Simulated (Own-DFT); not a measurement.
## Calculated data, Si3N4 (beta silicon nitride, atoms displaced)

A calculation, not a measurement: plane-wave PBE density functional theory by an unreviewed code, no spin, of a simulated periodic cell, stress positive in tension, free energy of the whole cell less one offset for each atom, forces on such cells passed a denser k mesh, this cell's mesh not checked; offsets are fitted by least squares, one for each functional and potential file, so energies compare only between cells with the same atoms and settings and are not formation energies; the far tail of each file's local potential was reset to the Coulomb form; each entry is a single point on an unrelaxed cell, so the pressure reflects the starting lattice, mostly measured values (interpolated for alloys), from which strain is counted, and rises with the displacements; printed positions are rounded, which can move forces by about a meV/angstrom; the program, named Own-DFT, is a retired in-house code; no spin-orbit coupling. Program: Own-DFT development build.

Settings shared by all entries: functional PBE; potential files PseudoDojo norm-conserving, scalar-relativistic, standard set; wave cutoff 42 hartree; occupations Fermi-Dirac; smearing width 0.1 eV; k mesh 3 x 3 x 3 centred on Gamma.

(1) 
```cif
# cell vector a (Å): 7.6060 0.0000 0.0000
# cell vector b (Å): -3.8030 6.5870 0.0000
# cell vector c (Å): 0.0000 0.0000 8.7270
data_Si3N4
_symmetry_space_group_name_H-M 'P 1'
_symmetry_Int_Tables_number 1
_cell_length_a 7.6060
_cell_length_b 7.6060
_cell_length_c 8.7270
_cell_angle_alpha 90.000
_cell_angle_beta 90.000
_cell_angle_gamma 120.000
_cell_volume 437.23
loop_
_atom_site_label
_atom_site_type_symbol
_atom_site_fract_x
_atom_site_fract_y
_atom_site_fract_z
_atom_site_occupancy
Si1 Si 0.16502 0.78482 0.09931 1
Si2 Si 0.22676 0.40434 0.07394 1
Si3 Si 0.57379 0.79290 0.08168 1
Si4 Si 0.82687 0.23941 0.25562 1
Si5 Si 0.75878 0.58649 0.22733 1
Si6 Si 0.41162 0.17027 0.24795 1
N1 N 0.35642 0.03417 0.08115 1
N2 N 0.95867 0.27805 0.07795 1
N3 N 0.69209 0.67450 0.09491 1
N4 N 0.67636 0.95628 0.24432 1
N5 N 0.00757 0.66763 0.26949 1
N6 N 0.32262 0.35268 0.27096 1
N7 N 0.31891 0.65859 0.08073 1
N8 N 0.68046 0.34067 0.26127 1
Si7 Si 0.17696 0.75945 0.40912 1
Si8 Si 0.24366 0.39862 0.41930 1
Si9 Si 0.58629 0.84984 0.41829 1
Si10 Si 0.82467 0.21129 0.57363 1
Si11 Si 0.78484 0.59698 0.59331 1
Si12 Si 0.43904 0.20748 0.58652 1
N9 N 0.30677 0.04015 0.40596 1
N10 N 0.98991 0.31477 0.42413 1
N11 N 0.69761 0.66212 0.39477 1
N12 N 0.65995 0.97636 0.57106 1
N13 N 0.02481 0.69135 0.57770 1
N14 N 0.30266 0.35594 0.59518 1
N15 N 0.35120 0.65940 0.41618 1
N16 N 0.67230 0.30689 0.58391 1
Si13 Si 0.17171 0.74712 0.75617 1
Si14 Si 0.23128 0.39709 0.74056 1
Si15 Si 0.60637 0.84887 0.75295 1
Si16 Si 0.83348 0.22757 0.90239 1
Si17 Si 0.77557 0.59610 0.92043 1
Si18 Si 0.39386 0.16794 0.90183 1
N17 N 0.35370 0.02154 0.74696 1
N18 N 0.96664 0.32125 0.76771 1
N19 N 0.70857 0.66479 0.75821 1
N20 N 0.63926 0.95370 0.90280 1
N21 N 0.05354 0.71119 0.90694 1
N22 N 0.29265 0.30691 0.92072 1
N23 N 0.33228 0.66713 0.73653 1
N24 N 0.67108 0.31275 0.92105 1
_calc_free_energy_of_cell_above_offsets '10.678'  # eV
_calc_pressure 15.49  # GPa
_calc_stress_xx -17.92  # GPa
_calc_stress_yy -8.49  # GPa
_calc_stress_zz -20.07  # GPa
_calc_stress_yz -1.12  # GPa
_calc_stress_xz 7.01  # GPa
_calc_stress_xy -1.06  # GPa
```

Force:
```csv
element,x (eV/Å),y (eV/Å),z (eV/Å)
Si,2.583,-2.176,-1.985
Si,-0.807,-1.393,3.335
Si,-4.773,6.611,-0.084
Si,3.083,-2.277,-1.971
Si,1.552,-1.341,9.896
Si,-0.454,3.222,-0.221
N,-2.038,-0.497,0.253
N,1.436,0.906,0.837
N,3.643,-1.814,-7.772
N,-1.453,3.297,0.048
N,1.954,2.245,-5.697
N,3.213,-3.265,-9.16
N,-0.631,0.048,0.062
N,-2.583,-2.282,-1.177
Si,0.78,0.889,3.691
Si,-2.991,3.175,2.671
Si,4.423,-6.252,-5.254
Si,1.871,5.84,1.976
Si,-3.687,-1.553,-4.665
Si,-6.214,-6.431,-0.457
N,1.528,-2.252,3.099
N,-1.6,-1.956,-1.005
N,-0.818,1.153,4.965
N,1.314,-1.817,5.153
N,4.219,1.971,1.566
N,8.377,-5.199,-7.491
N,-5.122,1.449,-0.093
N,1.453,6.414,0.035
Si,1.272,3.659,-7.095
Si,-5.838,4.311,10.3
Si,-0.711,-8.149,-8.464
Si,-4.856,-5.242,9.958
Si,1.672,-2.227,-0.1
Si,5.903,-1.816,2.186
N,-1.925,0.757,-1.844
N,6.628,1.959,-11.1
N,-2.088,1.499,-1.284
N,1.705,4.944,9.134
N,-6.281,-1.61,8.571
N,-3.472,3.062,-1.623
N,3.885,-1.738,0.836
N,-4.151,3.877,-0.037
```

(2) 
```cif
# cell vector a (Å): 7.6060 0.0000 0.0000
# cell vector b (Å): -3.8030 6.5870 0.0000
# cell vector c (Å): 0.0000 0.0000 8.7270
data_Si3N4
_symmetry_space_group_name_H-M 'P 1'
_symmetry_Int_Tables_number 1
_cell_length_a 7.6060
_cell_length_b 7.6060
_cell_length_c 8.7270
_cell_angle_alpha 90.000
_cell_angle_beta 90.000
_cell_angle_gamma 120.000
_cell_volume 437.23
loop_
_atom_site_label
_atom_site_type_symbol
_atom_site_fract_x
_atom_site_fract_y
_atom_site_fract_z
_atom_site_occupancy
Si1 Si 0.16863 0.77037 0.08097 1
Si2 Si 0.23555 0.39329 0.07138 1
Si3 Si 0.58026 0.81075 0.07483 1
Si4 Si 0.82774 0.22472 0.22877 1
Si5 Si 0.75938 0.59089 0.24630 1
Si6 Si 0.38350 0.16816 0.24282 1
N1 N 0.32986 0.02315 0.06979 1
N2 N 0.97300 0.31183 0.07966 1
N3 N 0.70041 0.66299 0.07371 1
N4 N 0.66695 0.95821 0.22138 1
N5 N 0.03964 0.71321 0.25472 1
N6 N 0.29876 0.32716 0.24657 1
N7 N 0.33802 0.68949 0.07442 1
N8 N 0.65502 0.33431 0.25819 1
Si7 Si 0.15851 0.74594 0.41695 1
Si8 Si 0.23092 0.40088 0.40759 1
Si9 Si 0.60478 0.84280 0.42548 1
Si10 Si 0.82528 0.24199 0.60120 1
Si11 Si 0.76023 0.60499 0.57299 1
Si12 Si 0.42238 0.18693 0.59286 1
N9 N 0.32524 0.02698 0.44228 1
N10 N 0.99399 0.31296 0.40443 1
N11 N 0.68634 0.64129 0.42008 1
N12 N 0.67321 0.98491 0.57748 1
N13 N 0.03594 0.72289 0.58000 1
N14 N 0.30091 0.32757 0.58061 1
N15 N 0.35030 0.67401 0.41187 1
N16 N 0.67329 0.34096 0.59436 1
Si13 Si 0.18645 0.74753 0.73699 1
Si14 Si 0.23349 0.41559 0.73096 1
Si15 Si 0.56567 0.80937 0.76434 1
Si16 Si 0.83379 0.25499 0.90254 1
Si17 Si 0.79975 0.63379 0.91184 1
Si18 Si 0.41857 0.17243 0.92215 1
N17 N 0.35872 0.02983 0.74832 1
N18 N 0.96534 0.31089 0.75107 1
N19 N 0.69824 0.66555 0.75594 1
N20 N 0.66649 0.94330 0.90869 1
N21 N 0.03506 0.71477 0.92752 1
N22 N 0.29757 0.32177 0.91226 1
N23 N 0.34091 0.67982 0.73686 1
N24 N 0.66736 0.32175 0.90312 1
_calc_free_energy_of_cell_above_offsets '6.351'  # eV
_calc_pressure 15.16  # GPa
_calc_stress_xx -22.79  # GPa
_calc_stress_yy -5.53  # GPa
_calc_stress_zz -17.15  # GPa
_calc_stress_yz -3.73  # GPa
_calc_stress_xz -1.75  # GPa
_calc_stress_xy -3.67  # GPa
```

Force:
```csv
element,x (eV/Å),y (eV/Å),z (eV/Å)
Si,1.942,0.437,3.106
Si,-2.551,2.843,1.992
Si,2.961,0.901,-1.594
Si,-2.871,-0.356,4.677
Si,1.631,-0.295,-0.112
Si,4.792,-2.223,3.038
N,-0.842,1.268,4.233
N,1.674,0.704,-3.931
N,-1.107,0.211,1.99
N,1.013,3.317,6.284
N,-3.018,-1.38,-2.749
N,-1.554,1.028,-2.117
N,-1.206,-6.394,-0.263
N,1.995,-2.039,-1.401
Si,3.822,4.129,0.733
Si,3.34,2.995,1.236
Si,0.01,-1.823,-4.524
Si,-0.894,-1.409,-7.014
Si,4.916,-2.266,7.822
Si,-0.646,-2.561,-0.663
N,-0.186,-0.498,-5.295
N,-6.679,-2.91,0.891
N,-4.848,4.316,-5.729
N,0.887,-0.386,3.12
N,-1.386,-2.837,2.176
N,-0.717,0.944,-0.479
N,-1.642,-1.741,0.436
N,0.192,2.362,-0.818
Si,-11.01,7.486,1.464
Si,1.548,-2.369,3.059
Si,9.08,4.798,-4.243
Si,0.634,-4.533,6.025
Si,-2.982,-4.601,0.238
Si,-0.84,0.099,-4.335
N,-1.118,-1.477,1.662
N,5.756,3.068,-1.055
N,-2.126,0.968,-3.576
N,0.443,5.87,3.169
N,2.81,-0.298,-5.117
N,-0.096,0.414,-2.579
N,0.804,-9.716,-0.932
N,-1.933,3.952,1.177
```

(3) 
```cif
# cell vector a (Å): 7.6060 0.0000 0.0000
# cell vector b (Å): -3.8030 6.5870 0.0000
# cell vector c (Å): 0.0000 0.0000 8.7270
data_Si3N4
_symmetry_space_group_name_H-M 'P 1'
_symmetry_Int_Tables_number 1
_cell_length_a 7.6060
_cell_length_b 7.6060
_cell_length_c 8.7270
_cell_angle_alpha 90.000
_cell_angle_beta 90.000
_cell_angle_gamma 120.000
_cell_volume 437.23
loop_
_atom_site_label
_atom_site_type_symbol
_atom_site_fract_x
_atom_site_fract_y
_atom_site_fract_z
_atom_site_occupancy
Si1 Si 0.18463 0.77680 0.09937 1
Si2 Si 0.22368 0.41339 0.08617 1
Si3 Si 0.61010 0.81189 0.08554 1
Si4 Si 0.82766 0.21887 0.22709 1
Si5 Si 0.77674 0.59651 0.26476 1
Si6 Si 0.40768 0.15669 0.23640 1
N1 N 0.33275 0.03621 0.08970 1
N2 N 0.95949 0.29239 0.08486 1
N3 N 0.72860 0.67910 0.11176 1
N4 N 0.66202 0.96945 0.27267 1
N5 N 0.04345 0.72256 0.25243 1
N6 N 0.30908 0.34726 0.26479 1
N7 N 0.35670 0.67995 0.08945 1
N8 N 0.67969 0.34413 0.23318 1
Si7 Si 0.16451 0.74169 0.40301 1
Si8 Si 0.21580 0.41075 0.42736 1
Si9 Si 0.57695 0.83566 0.40457 1
Si10 Si 0.81934 0.20140 0.56884 1
Si11 Si 0.77906 0.60172 0.56074 1
Si12 Si 0.40973 0.17120 0.59569 1
N9 N 0.32754 0.03273 0.42355 1
N10 N 0.96248 0.28667 0.41880 1
N11 N 0.70006 0.68011 0.40595 1
N12 N 0.67078 0.96270 0.58610 1
N13 N 0.02065 0.71678 0.58796 1
N14 N 0.30131 0.32282 0.57476 1
N15 N 0.33302 0.68453 0.41935 1
N16 N 0.70384 0.34384 0.57512 1
Si13 Si 0.19697 0.77440 0.76179 1
Si14 Si 0.23262 0.38772 0.75388 1
Si15 Si 0.58965 0.84548 0.73581 1
Si16 Si 0.82866 0.25096 0.90928 1
Si17 Si 0.74851 0.57486 0.93385 1
Si18 Si 0.39505 0.15599 0.92607 1
N17 N 0.35274 0.02997 0.74559 1
N18 N 0.98418 0.31365 0.76738 1
N19 N 0.72251 0.68448 0.73745 1
N20 N 0.66299 0.96136 0.91741 1
N21 N 0.01957 0.67746 0.90904 1
N22 N 0.29106 0.32298 0.92779 1
N23 N 0.31089 0.64594 0.72868 1
N24 N 0.64834 0.30284 0.89274 1
_calc_free_energy_of_cell_above_offsets '9.864'  # eV
_calc_pressure 14.36  # GPa
_calc_stress_xx -13.3  # GPa
_calc_stress_yy -10.39  # GPa
_calc_stress_zz -19.38  # GPa
_calc_stress_yz 8.17  # GPa
_calc_stress_xz 3.14  # GPa
_calc_stress_xy -3.16  # GPa
```

Force:
```csv
element,x (eV/Å),y (eV/Å),z (eV/Å)
Si,0.653,-2.008,-5.223
Si,2.57,-0.747,2.47
Si,-1.043,2.981,-0.381
Si,-4.921,-0.522,9.599
Si,1.456,-2.022,0.264
Si,-0.99,8.004,12.18
N,-0.549,-5.625,-5.096
N,3.947,2.611,-5.926
N,-2.167,0.813,-6.414
N,1.449,6.699,-12.8
N,-2.732,-2.344,-2.301
N,-0.458,-0.879,-3.204
N,-3.44,-1.738,-0.171
N,0.45,-2.66,-0.068
Si,-4.191,6.447,8.849
Si,3.831,-0.421,-1.595
Si,2.785,-6.64,10.15
Si,-1.104,5.806,3.995
Si,-1.838,-1.426,4.753
Si,1.641,2.936,-6.551
N,1.145,-1.186,-2.463
N,1.01,0.83,-3.888
N,-1.649,0.627,2.036
N,-0.39,0.804,-6.443
N,5.908,1.791,-1.969
N,-0.755,0.444,3.587
N,3.294,-5.363,0.158
N,-4.12,-1.984,-0.018
Si,-5.697,-2.672,-3.142
Si,-0.621,1.719,-1.501
Si,2.107,-8.031,7.5
Si,1.922,-3.731,1.211
Si,1.393,1.512,-4.9
Si,-0.366,2.695,-3.67
N,-0.869,-1.752,4.813
N,0.135,-2.067,-4.295
N,-2.989,-0.414,2.686
N,0.342,1.118,0.694
N,1.214,1.535,4.14
N,2.103,-0.814,-0.28
N,4.475,1.675,0.997
N,-2.942,3.997,2.203
```

(4) 
```cif
# cell vector a (Å): 7.6060 0.0000 0.0000
# cell vector b (Å): -3.8030 6.5870 0.0000
# cell vector c (Å): 0.0000 0.0000 8.7270
data_Si3N4
_symmetry_space_group_name_H-M 'P 1'
_symmetry_Int_Tables_number 1
_cell_length_a 7.6060
_cell_length_b 7.6060
_cell_length_c 8.7270
_cell_angle_alpha 90.000
_cell_angle_beta 90.000
_cell_angle_gamma 120.000
_cell_volume 437.23
loop_
_atom_site_label
_atom_site_type_symbol
_atom_site_fract_x
_atom_site_fract_y
_atom_site_fract_z
_atom_site_occupancy
Si1 Si 0.19248 0.80704 0.08753 1
Si2 Si 0.24494 0.40167 0.07782 1
Si3 Si 0.60621 0.81819 0.09223 1
Si4 Si 0.80575 0.21211 0.25391 1
Si5 Si 0.76035 0.59595 0.25674 1
Si6 Si 0.36652 0.15069 0.25554 1
N1 N 0.33482 0.03947 0.09165 1
N2 N 0.97071 0.29321 0.07142 1
N3 N 0.71904 0.67231 0.07837 1
N4 N 0.65741 0.97495 0.25543 1
N5 N 0.03198 0.69847 0.25681 1
N6 N 0.30828 0.34199 0.25798 1
N7 N 0.31445 0.66356 0.08780 1
N8 N 0.69378 0.34164 0.23336 1
Si7 Si 0.16681 0.79576 0.42129 1
Si8 Si 0.21874 0.38509 0.42268 1
Si9 Si 0.61520 0.86303 0.41671 1
Si10 Si 0.84658 0.24972 0.58137 1
Si11 Si 0.74512 0.59203 0.58824 1
Si12 Si 0.41373 0.16329 0.59062 1
N9 N 0.33131 0.01896 0.42707 1
N10 N 0.94946 0.27021 0.42946 1
N11 N 0.69873 0.67518 0.41744 1
N12 N 0.68786 0.97283 0.56306 1
N13 N 0.03610 0.67427 0.57411 1
N14 N 0.30216 0.31239 0.57104 1
N15 N 0.32884 0.63343 0.43188 1
N16 N 0.67189 0.33741 0.56753 1
Si13 Si 0.18012 0.76636 0.75139 1
Si14 Si 0.23105 0.40293 0.74421 1
Si15 Si 0.61452 0.83968 0.74440 1
Si16 Si 0.82516 0.23344 0.92098 1
Si17 Si 0.77977 0.60966 0.89999 1
Si18 Si 0.38949 0.15525 0.90809 1
N17 N 0.34767 0.05687 0.75721 1
N18 N 0.99853 0.33759 0.76051 1
N19 N 0.72417 0.67105 0.75567 1
N20 N 0.67029 0.95257 0.91070 1
N21 N 0.03280 0.69783 0.91256 1
N22 N 0.30083 0.34504 0.91257 1
N23 N 0.33004 0.68098 0.76294 1
N24 N 0.68409 0.33194 0.89811 1
_calc_free_energy_of_cell_above_offsets '11.581'  # eV
_calc_pressure 16.82  # GPa
_calc_stress_xx -8.68  # GPa
_calc_stress_yy -13.74  # GPa
_calc_stress_zz -28.05  # GPa
_calc_stress_yz -3.61  # GPa
_calc_stress_xz -0.54  # GPa
_calc_stress_xy 2.44  # GPa
```

Force:
```csv
element,x (eV/Å),y (eV/Å),z (eV/Å)
Si,-1.118,-12.19,-0.16
Si,-5.554,2.479,2.763
Si,-3.441,-0.832,-2.361
Si,4.195,6.539,-1.583
Si,3.58,-1.794,-1.356
Si,3.081,5.305,2.382
N,0.192,4.066,-3.509
N,1.984,-0.764,4.787
N,-1.693,0.608,0.872
N,0.105,-3.449,-4.086
N,-0.799,2.461,-1.469
N,0.986,-2.638,-2.409
N,3.933,1.46,0.237
N,-6.041,0.082,1.093
Si,1.866,-11.18,-1.195
Si,-1.98,2.242,-1.015
Si,-2.035,-13.3,-4.668
Si,-4.26,-0.001,7.617
Si,4.815,-1.376,-4.395
Si,0.204,3.931,-2.539
N,1.344,6.774,-1.078
N,5.676,1.909,-8.82
N,-0.496,1.197,0.477
N,0.167,5.542,12.91
N,-3.453,0.966,3.866
N,0.036,-0.346,4.096
N,-1.199,6.31,-0.475
N,-0.412,-1.234,1.068
Si,-3.7,0.181,-1.614
Si,2.893,3.413,-1.097
Si,-2.346,-2.841,-1.367
Si,2.627,-1.398,-1.801
Si,5.832,-5.747,10.66
Si,1.436,9.872,9.466
N,-0.209,-9.349,-7.265
N,-5.469,-4.504,-2.265
N,-8.339,4.806,-7.757
N,0.341,3.44,2.614
N,0.679,2.747,1.399
N,4.757,-3.035,-1.197
N,8.071,-1.462,-1.226
N,-6.255,1.111,0.399
```

(5) 
```cif
# cell vector a (Å): 7.6060 0.0000 0.0000
# cell vector b (Å): -3.8030 6.5870 0.0000
# cell vector c (Å): 0.0000 0.0000 8.7270
data_Si3N4
_symmetry_space_group_name_H-M 'P 1'
_symmetry_Int_Tables_number 1
_cell_length_a 7.6060
_cell_length_b 7.6060
_cell_length_c 8.7270
_cell_angle_alpha 90.000
_cell_angle_beta 90.000
_cell_angle_gamma 120.000
_cell_volume 437.23
loop_
_atom_site_label
_atom_site_type_symbol
_atom_site_fract_x
_atom_site_fract_y
_atom_site_fract_z
_atom_site_occupancy
Si1 Si 0.16283 0.78093 0.06557 1
Si2 Si 0.23179 0.39037 0.10108 1
Si3 Si 0.59356 0.82927 0.09741 1
Si4 Si 0.82882 0.24609 0.25435 1
Si5 Si 0.75716 0.56906 0.26197 1
Si6 Si 0.40724 0.18362 0.25619 1
N1 N 0.31866 0.01855 0.07989 1
N2 N 0.96738 0.29716 0.11266 1
N3 N 0.73989 0.69156 0.09480 1
N4 N 0.66311 0.94973 0.24367 1
N5 N 0.01843 0.68064 0.25752 1
N6 N 0.31585 0.33451 0.23925 1
N7 N 0.33196 0.68077 0.07361 1
N8 N 0.67917 0.33399 0.25883 1
Si7 Si 0.18460 0.77251 0.42619 1
Si8 Si 0.20842 0.40357 0.41380 1
Si9 Si 0.59996 0.80363 0.41224 1
Si10 Si 0.83902 0.23436 0.58373 1
Si11 Si 0.77477 0.57960 0.58065 1
Si12 Si 0.40423 0.20079 0.58391 1
N9 N 0.33659 0.03184 0.40262 1
N10 N 0.97042 0.30879 0.42354 1
N11 N 0.68662 0.66220 0.41437 1
N12 N 0.64105 0.92962 0.58819 1
N13 N 0.01709 0.69951 0.58890 1
N14 N 0.29777 0.34028 0.57377 1
N15 N 0.33085 0.64843 0.39937 1
N16 N 0.68505 0.32640 0.60204 1
Si13 Si 0.17678 0.76725 0.75708 1
Si14 Si 0.23812 0.41788 0.73422 1
Si15 Si 0.58968 0.80452 0.74494 1
Si16 Si 0.85041 0.24647 0.90919 1
Si17 Si 0.76506 0.60153 0.89869 1
Si18 Si 0.39689 0.16205 0.89977 1
N17 N 0.29265 0.01623 0.76683 1
N18 N 0.97110 0.31430 0.74768 1
N19 N 0.68936 0.67598 0.76727 1
N20 N 0.64945 0.97808 0.92430 1
N21 N 0.03166 0.70326 0.92360 1
N22 N 0.28161 0.30452 0.90895 1
N23 N 0.32689 0.67576 0.74062 1
N24 N 0.67261 0.32209 0.91478 1
_calc_free_energy_of_cell_above_offsets '10.646'  # eV
_calc_pressure 17.71  # GPa
_calc_stress_xx -21.14  # GPa
_calc_stress_yy -14.88  # GPa
_calc_stress_zz -17.11  # GPa
_calc_stress_yz -0.22  # GPa
_calc_stress_xz -4.05  # GPa
_calc_stress_xy 5.75  # GPa
```

Force:
```csv
element,x (eV/Å),y (eV/Å),z (eV/Å)
Si,4.382,-2.257,10.09
Si,-5.164,4.826,-9.42
Si,0.315,-4.536,-9.332
Si,0.348,-5.359,2.639
Si,0.652,7.204,-3.557
Si,3.224,-3.092,-5.061
N,0.19,6.516,0.932
N,4.459,1.492,-7.561
N,-2.702,-1.244,-2.007
N,0.416,7.237,9.873
N,1.8,1.553,0.967
N,0.656,-0.188,7.821
N,0.836,-3.542,0.469
N,-5.299,-4.04,0.543
Si,-1.249,-1.853,-3.686
Si,5.427,0.76,-2.185
Si,-7.493,5.289,-0.395
Si,-1.029,-4.703,1.611
Si,-3.998,0.846,0
Si,4.257,-5.428,0.015
N,-0.599,0.267,5.63
N,-2.356,-2.386,-0.867
N,7.687,-6.241,2.633
N,1.271,5.723,-4.447
N,4.535,2.476,0.198
N,-0.155,0.039,-0.466
N,-1.361,3.479,1.399
N,-5.987,0.301,-1.31
Si,-3.233,-0.783,-0.197
Si,-1.15,-0.406,5.318
Si,-6.988,6.092,4.734
Si,-3.407,-3.972,5.464
Si,5.001,-3.947,11.35
Si,2.884,3.98,8.95
N,0.086,-0.331,-9.18
N,3.688,0.979,-2.306
N,3.413,-3.432,-7.211
N,2.496,-0.543,-1.92
N,-4.235,-3.546,-8.4
N,-1.917,2.868,-0.036
N,3.011,-2.891,-0.401
N,-2.714,2.79,-0.695
```

(6) 
```cif
# cell vector a (Å): 7.6060 0.0000 0.0000
# cell vector b (Å): -3.8030 6.5870 0.0000
# cell vector c (Å): 0.0000 0.0000 8.7270
data_Si3N4
_symmetry_space_group_name_H-M 'P 1'
_symmetry_Int_Tables_number 1
_cell_length_a 7.6060
_cell_length_b 7.6060
_cell_length_c 8.7270
_cell_angle_alpha 90.000
_cell_angle_beta 90.000
_cell_angle_gamma 120.000
_cell_volume 437.23
loop_
_atom_site_label
_atom_site_type_symbol
_atom_site_fract_x
_atom_site_fract_y
_atom_site_fract_z
_atom_site_occupancy
Si1 Si 0.16793 0.77202 0.07911 1
Si2 Si 0.23251 0.40569 0.07664 1
Si3 Si 0.58724 0.82728 0.07025 1
Si4 Si 0.83232 0.23695 0.24634 1
Si5 Si 0.76036 0.60744 0.25418 1
Si6 Si 0.41714 0.18576 0.25360 1
N1 N 0.34129 0.02871 0.06239 1
N2 N 0.97252 0.29917 0.09445 1
N3 N 0.67550 0.65957 0.10128 1
N4 N 0.66307 0.97245 0.23733 1
N5 N 0.01823 0.66472 0.25954 1
N6 N 0.30143 0.32748 0.25209 1
N7 N 0.33627 0.66956 0.05685 1
N8 N 0.66959 0.33754 0.23718 1
Si7 Si 0.16809 0.74840 0.42226 1
Si8 Si 0.22270 0.40680 0.40486 1
Si9 Si 0.59199 0.83074 0.41058 1
Si10 Si 0.82806 0.22783 0.60588 1
Si11 Si 0.79681 0.60258 0.60354 1
Si12 Si 0.39997 0.16721 0.58844 1
N9 N 0.34272 0.04126 0.41746 1
N10 N 0.96952 0.29704 0.41589 1
N11 N 0.67463 0.66572 0.40888 1
N12 N 0.63841 0.95587 0.58781 1
N13 N 0.05099 0.71151 0.57999 1
N14 N 0.31424 0.31565 0.57741 1
N15 N 0.34465 0.66150 0.42922 1
N16 N 0.65686 0.35978 0.61294 1
Si13 Si 0.16812 0.76687 0.73206 1
Si14 Si 0.25560 0.44791 0.74169 1
Si15 Si 0.61911 0.81351 0.75840 1
Si16 Si 0.85636 0.22588 0.92111 1
Si17 Si 0.78198 0.58857 0.92574 1
Si18 Si 0.39523 0.15209 0.91482 1
N17 N 0.34341 0.03457 0.74581 1
N18 N 0.97598 0.30460 0.75319 1
N19 N 0.69784 0.67331 0.73726 1
N20 N 0.67364 0.95641 0.92896 1
N21 N 0.02657 0.70052 0.93780 1
N22 N 0.28078 0.34504 0.91231 1
N23 N 0.30474 0.66044 0.74974 1
N24 N 0.66152 0.34404 0.92040 1
_calc_free_energy_of_cell_above_offsets '10.009'  # eV
_calc_pressure 17.53  # GPa
_calc_stress_xx -14.77  # GPa
_calc_stress_yy -17.13  # GPa
_calc_stress_zz -20.69  # GPa
_calc_stress_yz 0.74  # GPa
_calc_stress_xz -1.09  # GPa
_calc_stress_xy 2.29  # GPa
```

Force:
```csv
element,x (eV/Å),y (eV/Å),z (eV/Å)
Si,5.044,0.395,5.832
Si,0.225,1.894,3.014
Si,-0.081,-4.524,9.064
Si,-3.605,-1.416,2.669
Si,2.255,-3.052,1.215
Si,0.468,-1.063,-1.096
N,-1.078,-3.165,8.375
N,1.883,0.701,-3.09
N,0.876,0.925,-5.398
N,-0.125,0.426,1.646
N,0.591,2.621,-1.332
N,-1.291,0.344,-2.567
N,-2.691,-0.62,1.992
N,0.529,0.802,1.258
Si,3.578,3.404,-5.751
Si,3.862,-1.515,2.967
Si,0.341,1.351,-0.283
Si,-3.839,-1.118,-5.263
Si,-3.608,-0.597,-5.916
Si,3.572,1.184,-2.116
N,0.029,-3.562,-0.457
N,-1.742,-0.675,2.033
N,3.829,-0.013,3.115
N,1.938,2.528,1.36
N,-6.016,-2.489,-0.669
N,-8.917,5.733,0.303
N,-4.202,-0.175,-0.904
N,5.134,-4.768,-1.41
Si,2.957,4.478,8.735
Si,3.944,-13.61,-0.815
Si,-10.95,7.682,-0.803
Si,-4.169,-0.269,1.078
Si,-5.205,0.033,1.822
Si,-0.335,8.225,-4.573
N,-1.073,-4.243,1.423
N,1.701,0.545,0.799
N,7.673,-4.178,3.62
N,1.933,6.067,-9.103
N,-1.623,-0.249,-8.082
N,4.282,-3.049,-2.644
N,1.947,9.426,0.253
N,1.96,-4.419,-0.299
```
